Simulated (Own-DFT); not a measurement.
## Calculated data, Si$_{3}$N$_{4}$ (beta silicon nitride, atoms displaced)

A calculation, not a measurement: plane-wave PBE density functional theory by an unreviewed code, no spin, of a simulated periodic cell, stress positive in tension, free energy of the whole cell less one offset for each atom, forces on such cells passed a denser k mesh, this cell's mesh not checked; offsets are fitted by least squares, one for each functional and potential file, so energies compare only between cells with the same atoms and settings and are not formation energies; the far tail of each file's local potential was reset to the Coulomb form; each entry is a single point on an unrelaxed cell, so the pressure reflects the starting lattice, mostly measured values (interpolated for alloys), from which strain is counted, and rises with the displacements; printed positions are rounded, which can move forces by about a meV/angstrom; the program, named Own-DFT, is a retired in-house code; no spin-orbit coupling. Program: Own-DFT development build.

Settings shared by all entries: functional PBE; potential files PseudoDojo norm-conserving, scalar-relativistic, standard set; wave cutoff 42 hartree; occupations Fermi-Dirac; smearing width 0.1 eV; k mesh 3 x 3 x 3 centred on Gamma.

(1) Si$_{3}$N$_{4}$ (beta silicon nitride, atoms displaced)

```xyz
42
Lattice="7.6060 0.0000 0.0000 -3.8030 6.5870 0.0000 0.0000 0.0000 8.7270" Properties=species:S:1:pos:R:3 Si3N4
Si    -1.5521     5.0908     0.6635
Si     0.2216     2.6495     0.7236
Si     1.4265     5.4387     0.7549
Si     5.4759     1.5703     2.1847
Si     3.5745     3.9991     2.1945
Si     2.5105     1.0853     2.0926
N      2.2883     0.2616     0.6994
N      6.1904     2.0270     0.7777
N      2.8233     4.4112     0.7316
N      1.2941     6.3534     2.2425
N     -2.4599     4.6549     2.1785
N      1.0886     2.2338     2.2458
N      0.0067     4.4363     0.7460
N      3.8095     2.2889     2.2066
Si    -1.5370     5.0245     3.6338
Si     0.2623     2.6037     3.5986
Si     1.3705     5.4207     3.6183
Si     5.3184     1.4198     5.0763
Si     3.6108     3.9645     5.1515
Si     2.3650     1.1384     4.9990
N      2.4418     0.2580     3.6160
N      6.2113     1.9922     3.6783
N      2.7552     4.4172     3.6484
N      1.4598     6.3615     5.1096
N     -2.4642     4.5816     5.0997
N      0.9621     2.2176     5.0796
N     -0.0093     4.4379     3.6977
N      3.7806     2.1922     5.1255
Si    -1.5832     5.0636     6.5086
Si     0.1536     2.5424     6.5327
Si     1.3494     5.4105     6.4976
Si     5.4195     1.5423     8.0334
Si     3.6202     3.9230     7.9812
Si     2.3308     1.1461     8.0334
N      2.3827     0.2507     6.5566
N      6.2600     1.9379     6.5170
N      2.8076     4.3160     6.5488
N      1.3475     6.3938     8.0713
N     -2.4596     4.5733     7.9539
N      0.9442     2.1299     7.9811
N      0.0146     4.4092     6.4821
N      3.7293     2.1069     8.0279
```

| Property | Result |
| --- | --- |
| free energy of cell above offsets | -4.403 eV |
| pressure | 7.36 GPa |
| stress xx | -9.03 GPa |
| stress yy | -2.82 GPa |
| stress zz | -10.22 GPa |
| stress yz | 0.67 GPa |
| stress xz | 0.33 GPa |
| stress xy | -1.57 GPa |

Force:
```
element  x (eV/Å)  y (eV/Å)  z (eV/Å)
     Si    -1.927    -0.639     1.236
     Si    -0.009     1.562     1.279
     Si     -0.52    -0.091    -0.043
     Si    -3.919    -0.842     2.346
     Si     0.531    -1.622     0.596
     Si     0.351     3.865     3.476
      N    -0.083    -3.347    -0.136
      N     2.168     0.328    -1.876
      N    -1.057     0.915    -0.769
      N     1.082      2.54    -2.142
      N     1.871     0.844    -0.454
      N     0.558    -1.296    -3.864
      N     0.492    -1.608    -0.304
      N     0.714    -2.316    -0.478
     Si     -2.63     1.267    -0.174
     Si    -2.653     2.636      2.25
     Si     0.155    -0.417     1.711
     Si     0.674     3.387     0.469
     Si    -1.089     -2.72    -2.753
     Si     0.816     2.199     3.413
      N    -0.442    -3.045    -1.558
      N     0.904    -0.273    -0.745
      N     0.433     0.255     0.665
      N    -0.209    -1.249    -0.919
      N      2.45     1.535    -0.775
      N     1.852    -1.734     0.026
      N     1.274     -2.66    -0.614
      N    -0.265    -0.074    -0.366
     Si     0.126      0.74     0.236
     Si     1.835      3.65    -0.711
     Si     1.415    -0.064      2.65
     Si    -2.209     -0.78     -1.02
     Si     -1.55    -2.662     1.052
     Si     1.454     0.747    -2.894
      N    -0.736    -1.651    -1.135
      N    -3.518    -1.469     0.881
      N    -2.634     2.321      1.02
      N     0.976    -0.161    -1.843
      N      2.64     1.174     0.551
      N    -0.123     0.284     0.916
      N    -1.193    -2.121     0.683
      N     1.996     2.592     0.117
```

(2) Si$_{3}$N$_{4}$ (beta silicon nitride, atoms displaced)

```xyz
42
Lattice="7.6060 0.0000 0.0000 -3.8030 6.5870 0.0000 0.0000 0.0000 8.7270" Properties=species:S:1:pos:R:3 Si3N4
Si    -1.5068     5.0957     0.7230
Si     0.2767     2.6775     0.7829
Si     1.4615     5.4651     0.6814
Si     5.4160     1.4539     2.1653
Si     3.6352     3.8951     2.1478
Si     2.3747     1.0959     2.1950
N      2.4243     0.1727     0.7527
N      6.2424     2.0938     0.7700
N      2.8045     4.3322     0.7845
N      1.3485     6.3528     2.2480
N     -2.3320     4.6407     2.1309
N      1.0821     2.2018     2.1613
N     -0.0153     4.3945     0.6529
N      3.7746     2.1943     2.1727
Si    -1.6300     5.1047     3.5987
Si     0.2648     2.6593     3.5884
Si     1.3560     5.4888     3.6210
Si     5.3703     1.4967     5.0652
Si     3.5443     3.9384     5.1025
Si     2.4380     1.2543     5.0590
N      2.3482     0.2579     3.6111
N      6.2794     2.0433     3.6590
N      2.7219     4.3957     3.6186
N      1.3285     6.4028     5.0038
N     -2.5305     4.6441     5.0918
N      0.9827     2.1753     5.0913
N      0.0964     4.3623     3.6719
N      3.7643     2.2513     5.1522
Si    -1.6656     5.0930     6.6031
Si     0.2635     2.7460     6.5542
Si     1.3800     5.4665     6.6111
Si     5.3671     1.5304     8.0748
Si     3.5979     3.8436     7.9327
Si     2.3848     1.1559     8.0477
N      2.3812     0.2266     6.5959
N      6.1665     1.9950     6.4937
N      2.6858     4.5515     6.5518
N      1.4128     6.3945     8.0207
N     -2.4713     4.6556     8.0614
N      0.9014     2.1330     7.9529
N      0.0184     4.3710     6.5182
N      3.7848     2.2020     7.9717
```

| Property | Result |
| --- | --- |
| free energy of cell above offsets | -4.101 eV |
| pressure | 7.23 GPa |
| stress xx | -4.15 GPa |
| stress yy | -10.48 GPa |
| stress zz | -7.05 GPa |
| stress yz | 1.24 GPa |
| stress xz | -1.12 GPa |
| stress xy | 1.35 GPa |

Force:
```
element  x (eV/Å)  y (eV/Å)  z (eV/Å)
     Si    -1.905    -1.455    -0.518
     Si    -1.519      1.34    -2.524
     Si    -1.221    -2.509     2.751
     Si    -0.468      2.67     1.681
     Si     0.436     0.324     2.539
     Si     2.025     1.996    -1.219
      N    -0.075     2.003    -0.576
      N    -1.047    -1.909    -0.244
      N    -1.387     1.422    -3.269
      N     0.744     1.649     -4.46
      N    -2.284    -0.802     0.846
      N    -0.277    -0.625     0.254
      N      3.48     0.032     0.346
      N     1.263    -1.631     0.062
     Si     1.741    -1.323     2.029
     Si    -0.695     1.258     1.845
     Si     0.685    -3.546     1.487
     Si     0.641     1.696     0.253
     Si    -1.315     0.974    -1.034
     Si    -1.555    -2.204     1.518
      N     0.088    -1.468     1.925
      N    -1.947    -1.642    -1.437
      N     1.615    -0.125    -0.318
      N     0.099     0.424     3.097
      N     2.173     1.208     0.142
      N     1.167    -0.383    -0.159
      N    -3.291      1.11    -0.636
      N     1.252    -0.252    -0.464
     Si     1.257    -0.486    -1.701
     Si    -3.068    -2.156    -2.008
     Si     -3.84     1.484    -3.201
     Si     1.837     1.404    -2.462
     Si    -0.819     3.219     1.635
     Si    -0.511     0.059    -1.151
      N     0.212     0.086    -1.199
      N     0.945     0.164     2.205
      N     4.979    -3.934     0.305
      N     0.108      1.48     0.511
      N    -0.136    -0.306     -0.88
      N     2.694    -0.978     3.012
      N    -1.539     3.264      0.59
      N    -0.542    -1.533     0.427
```
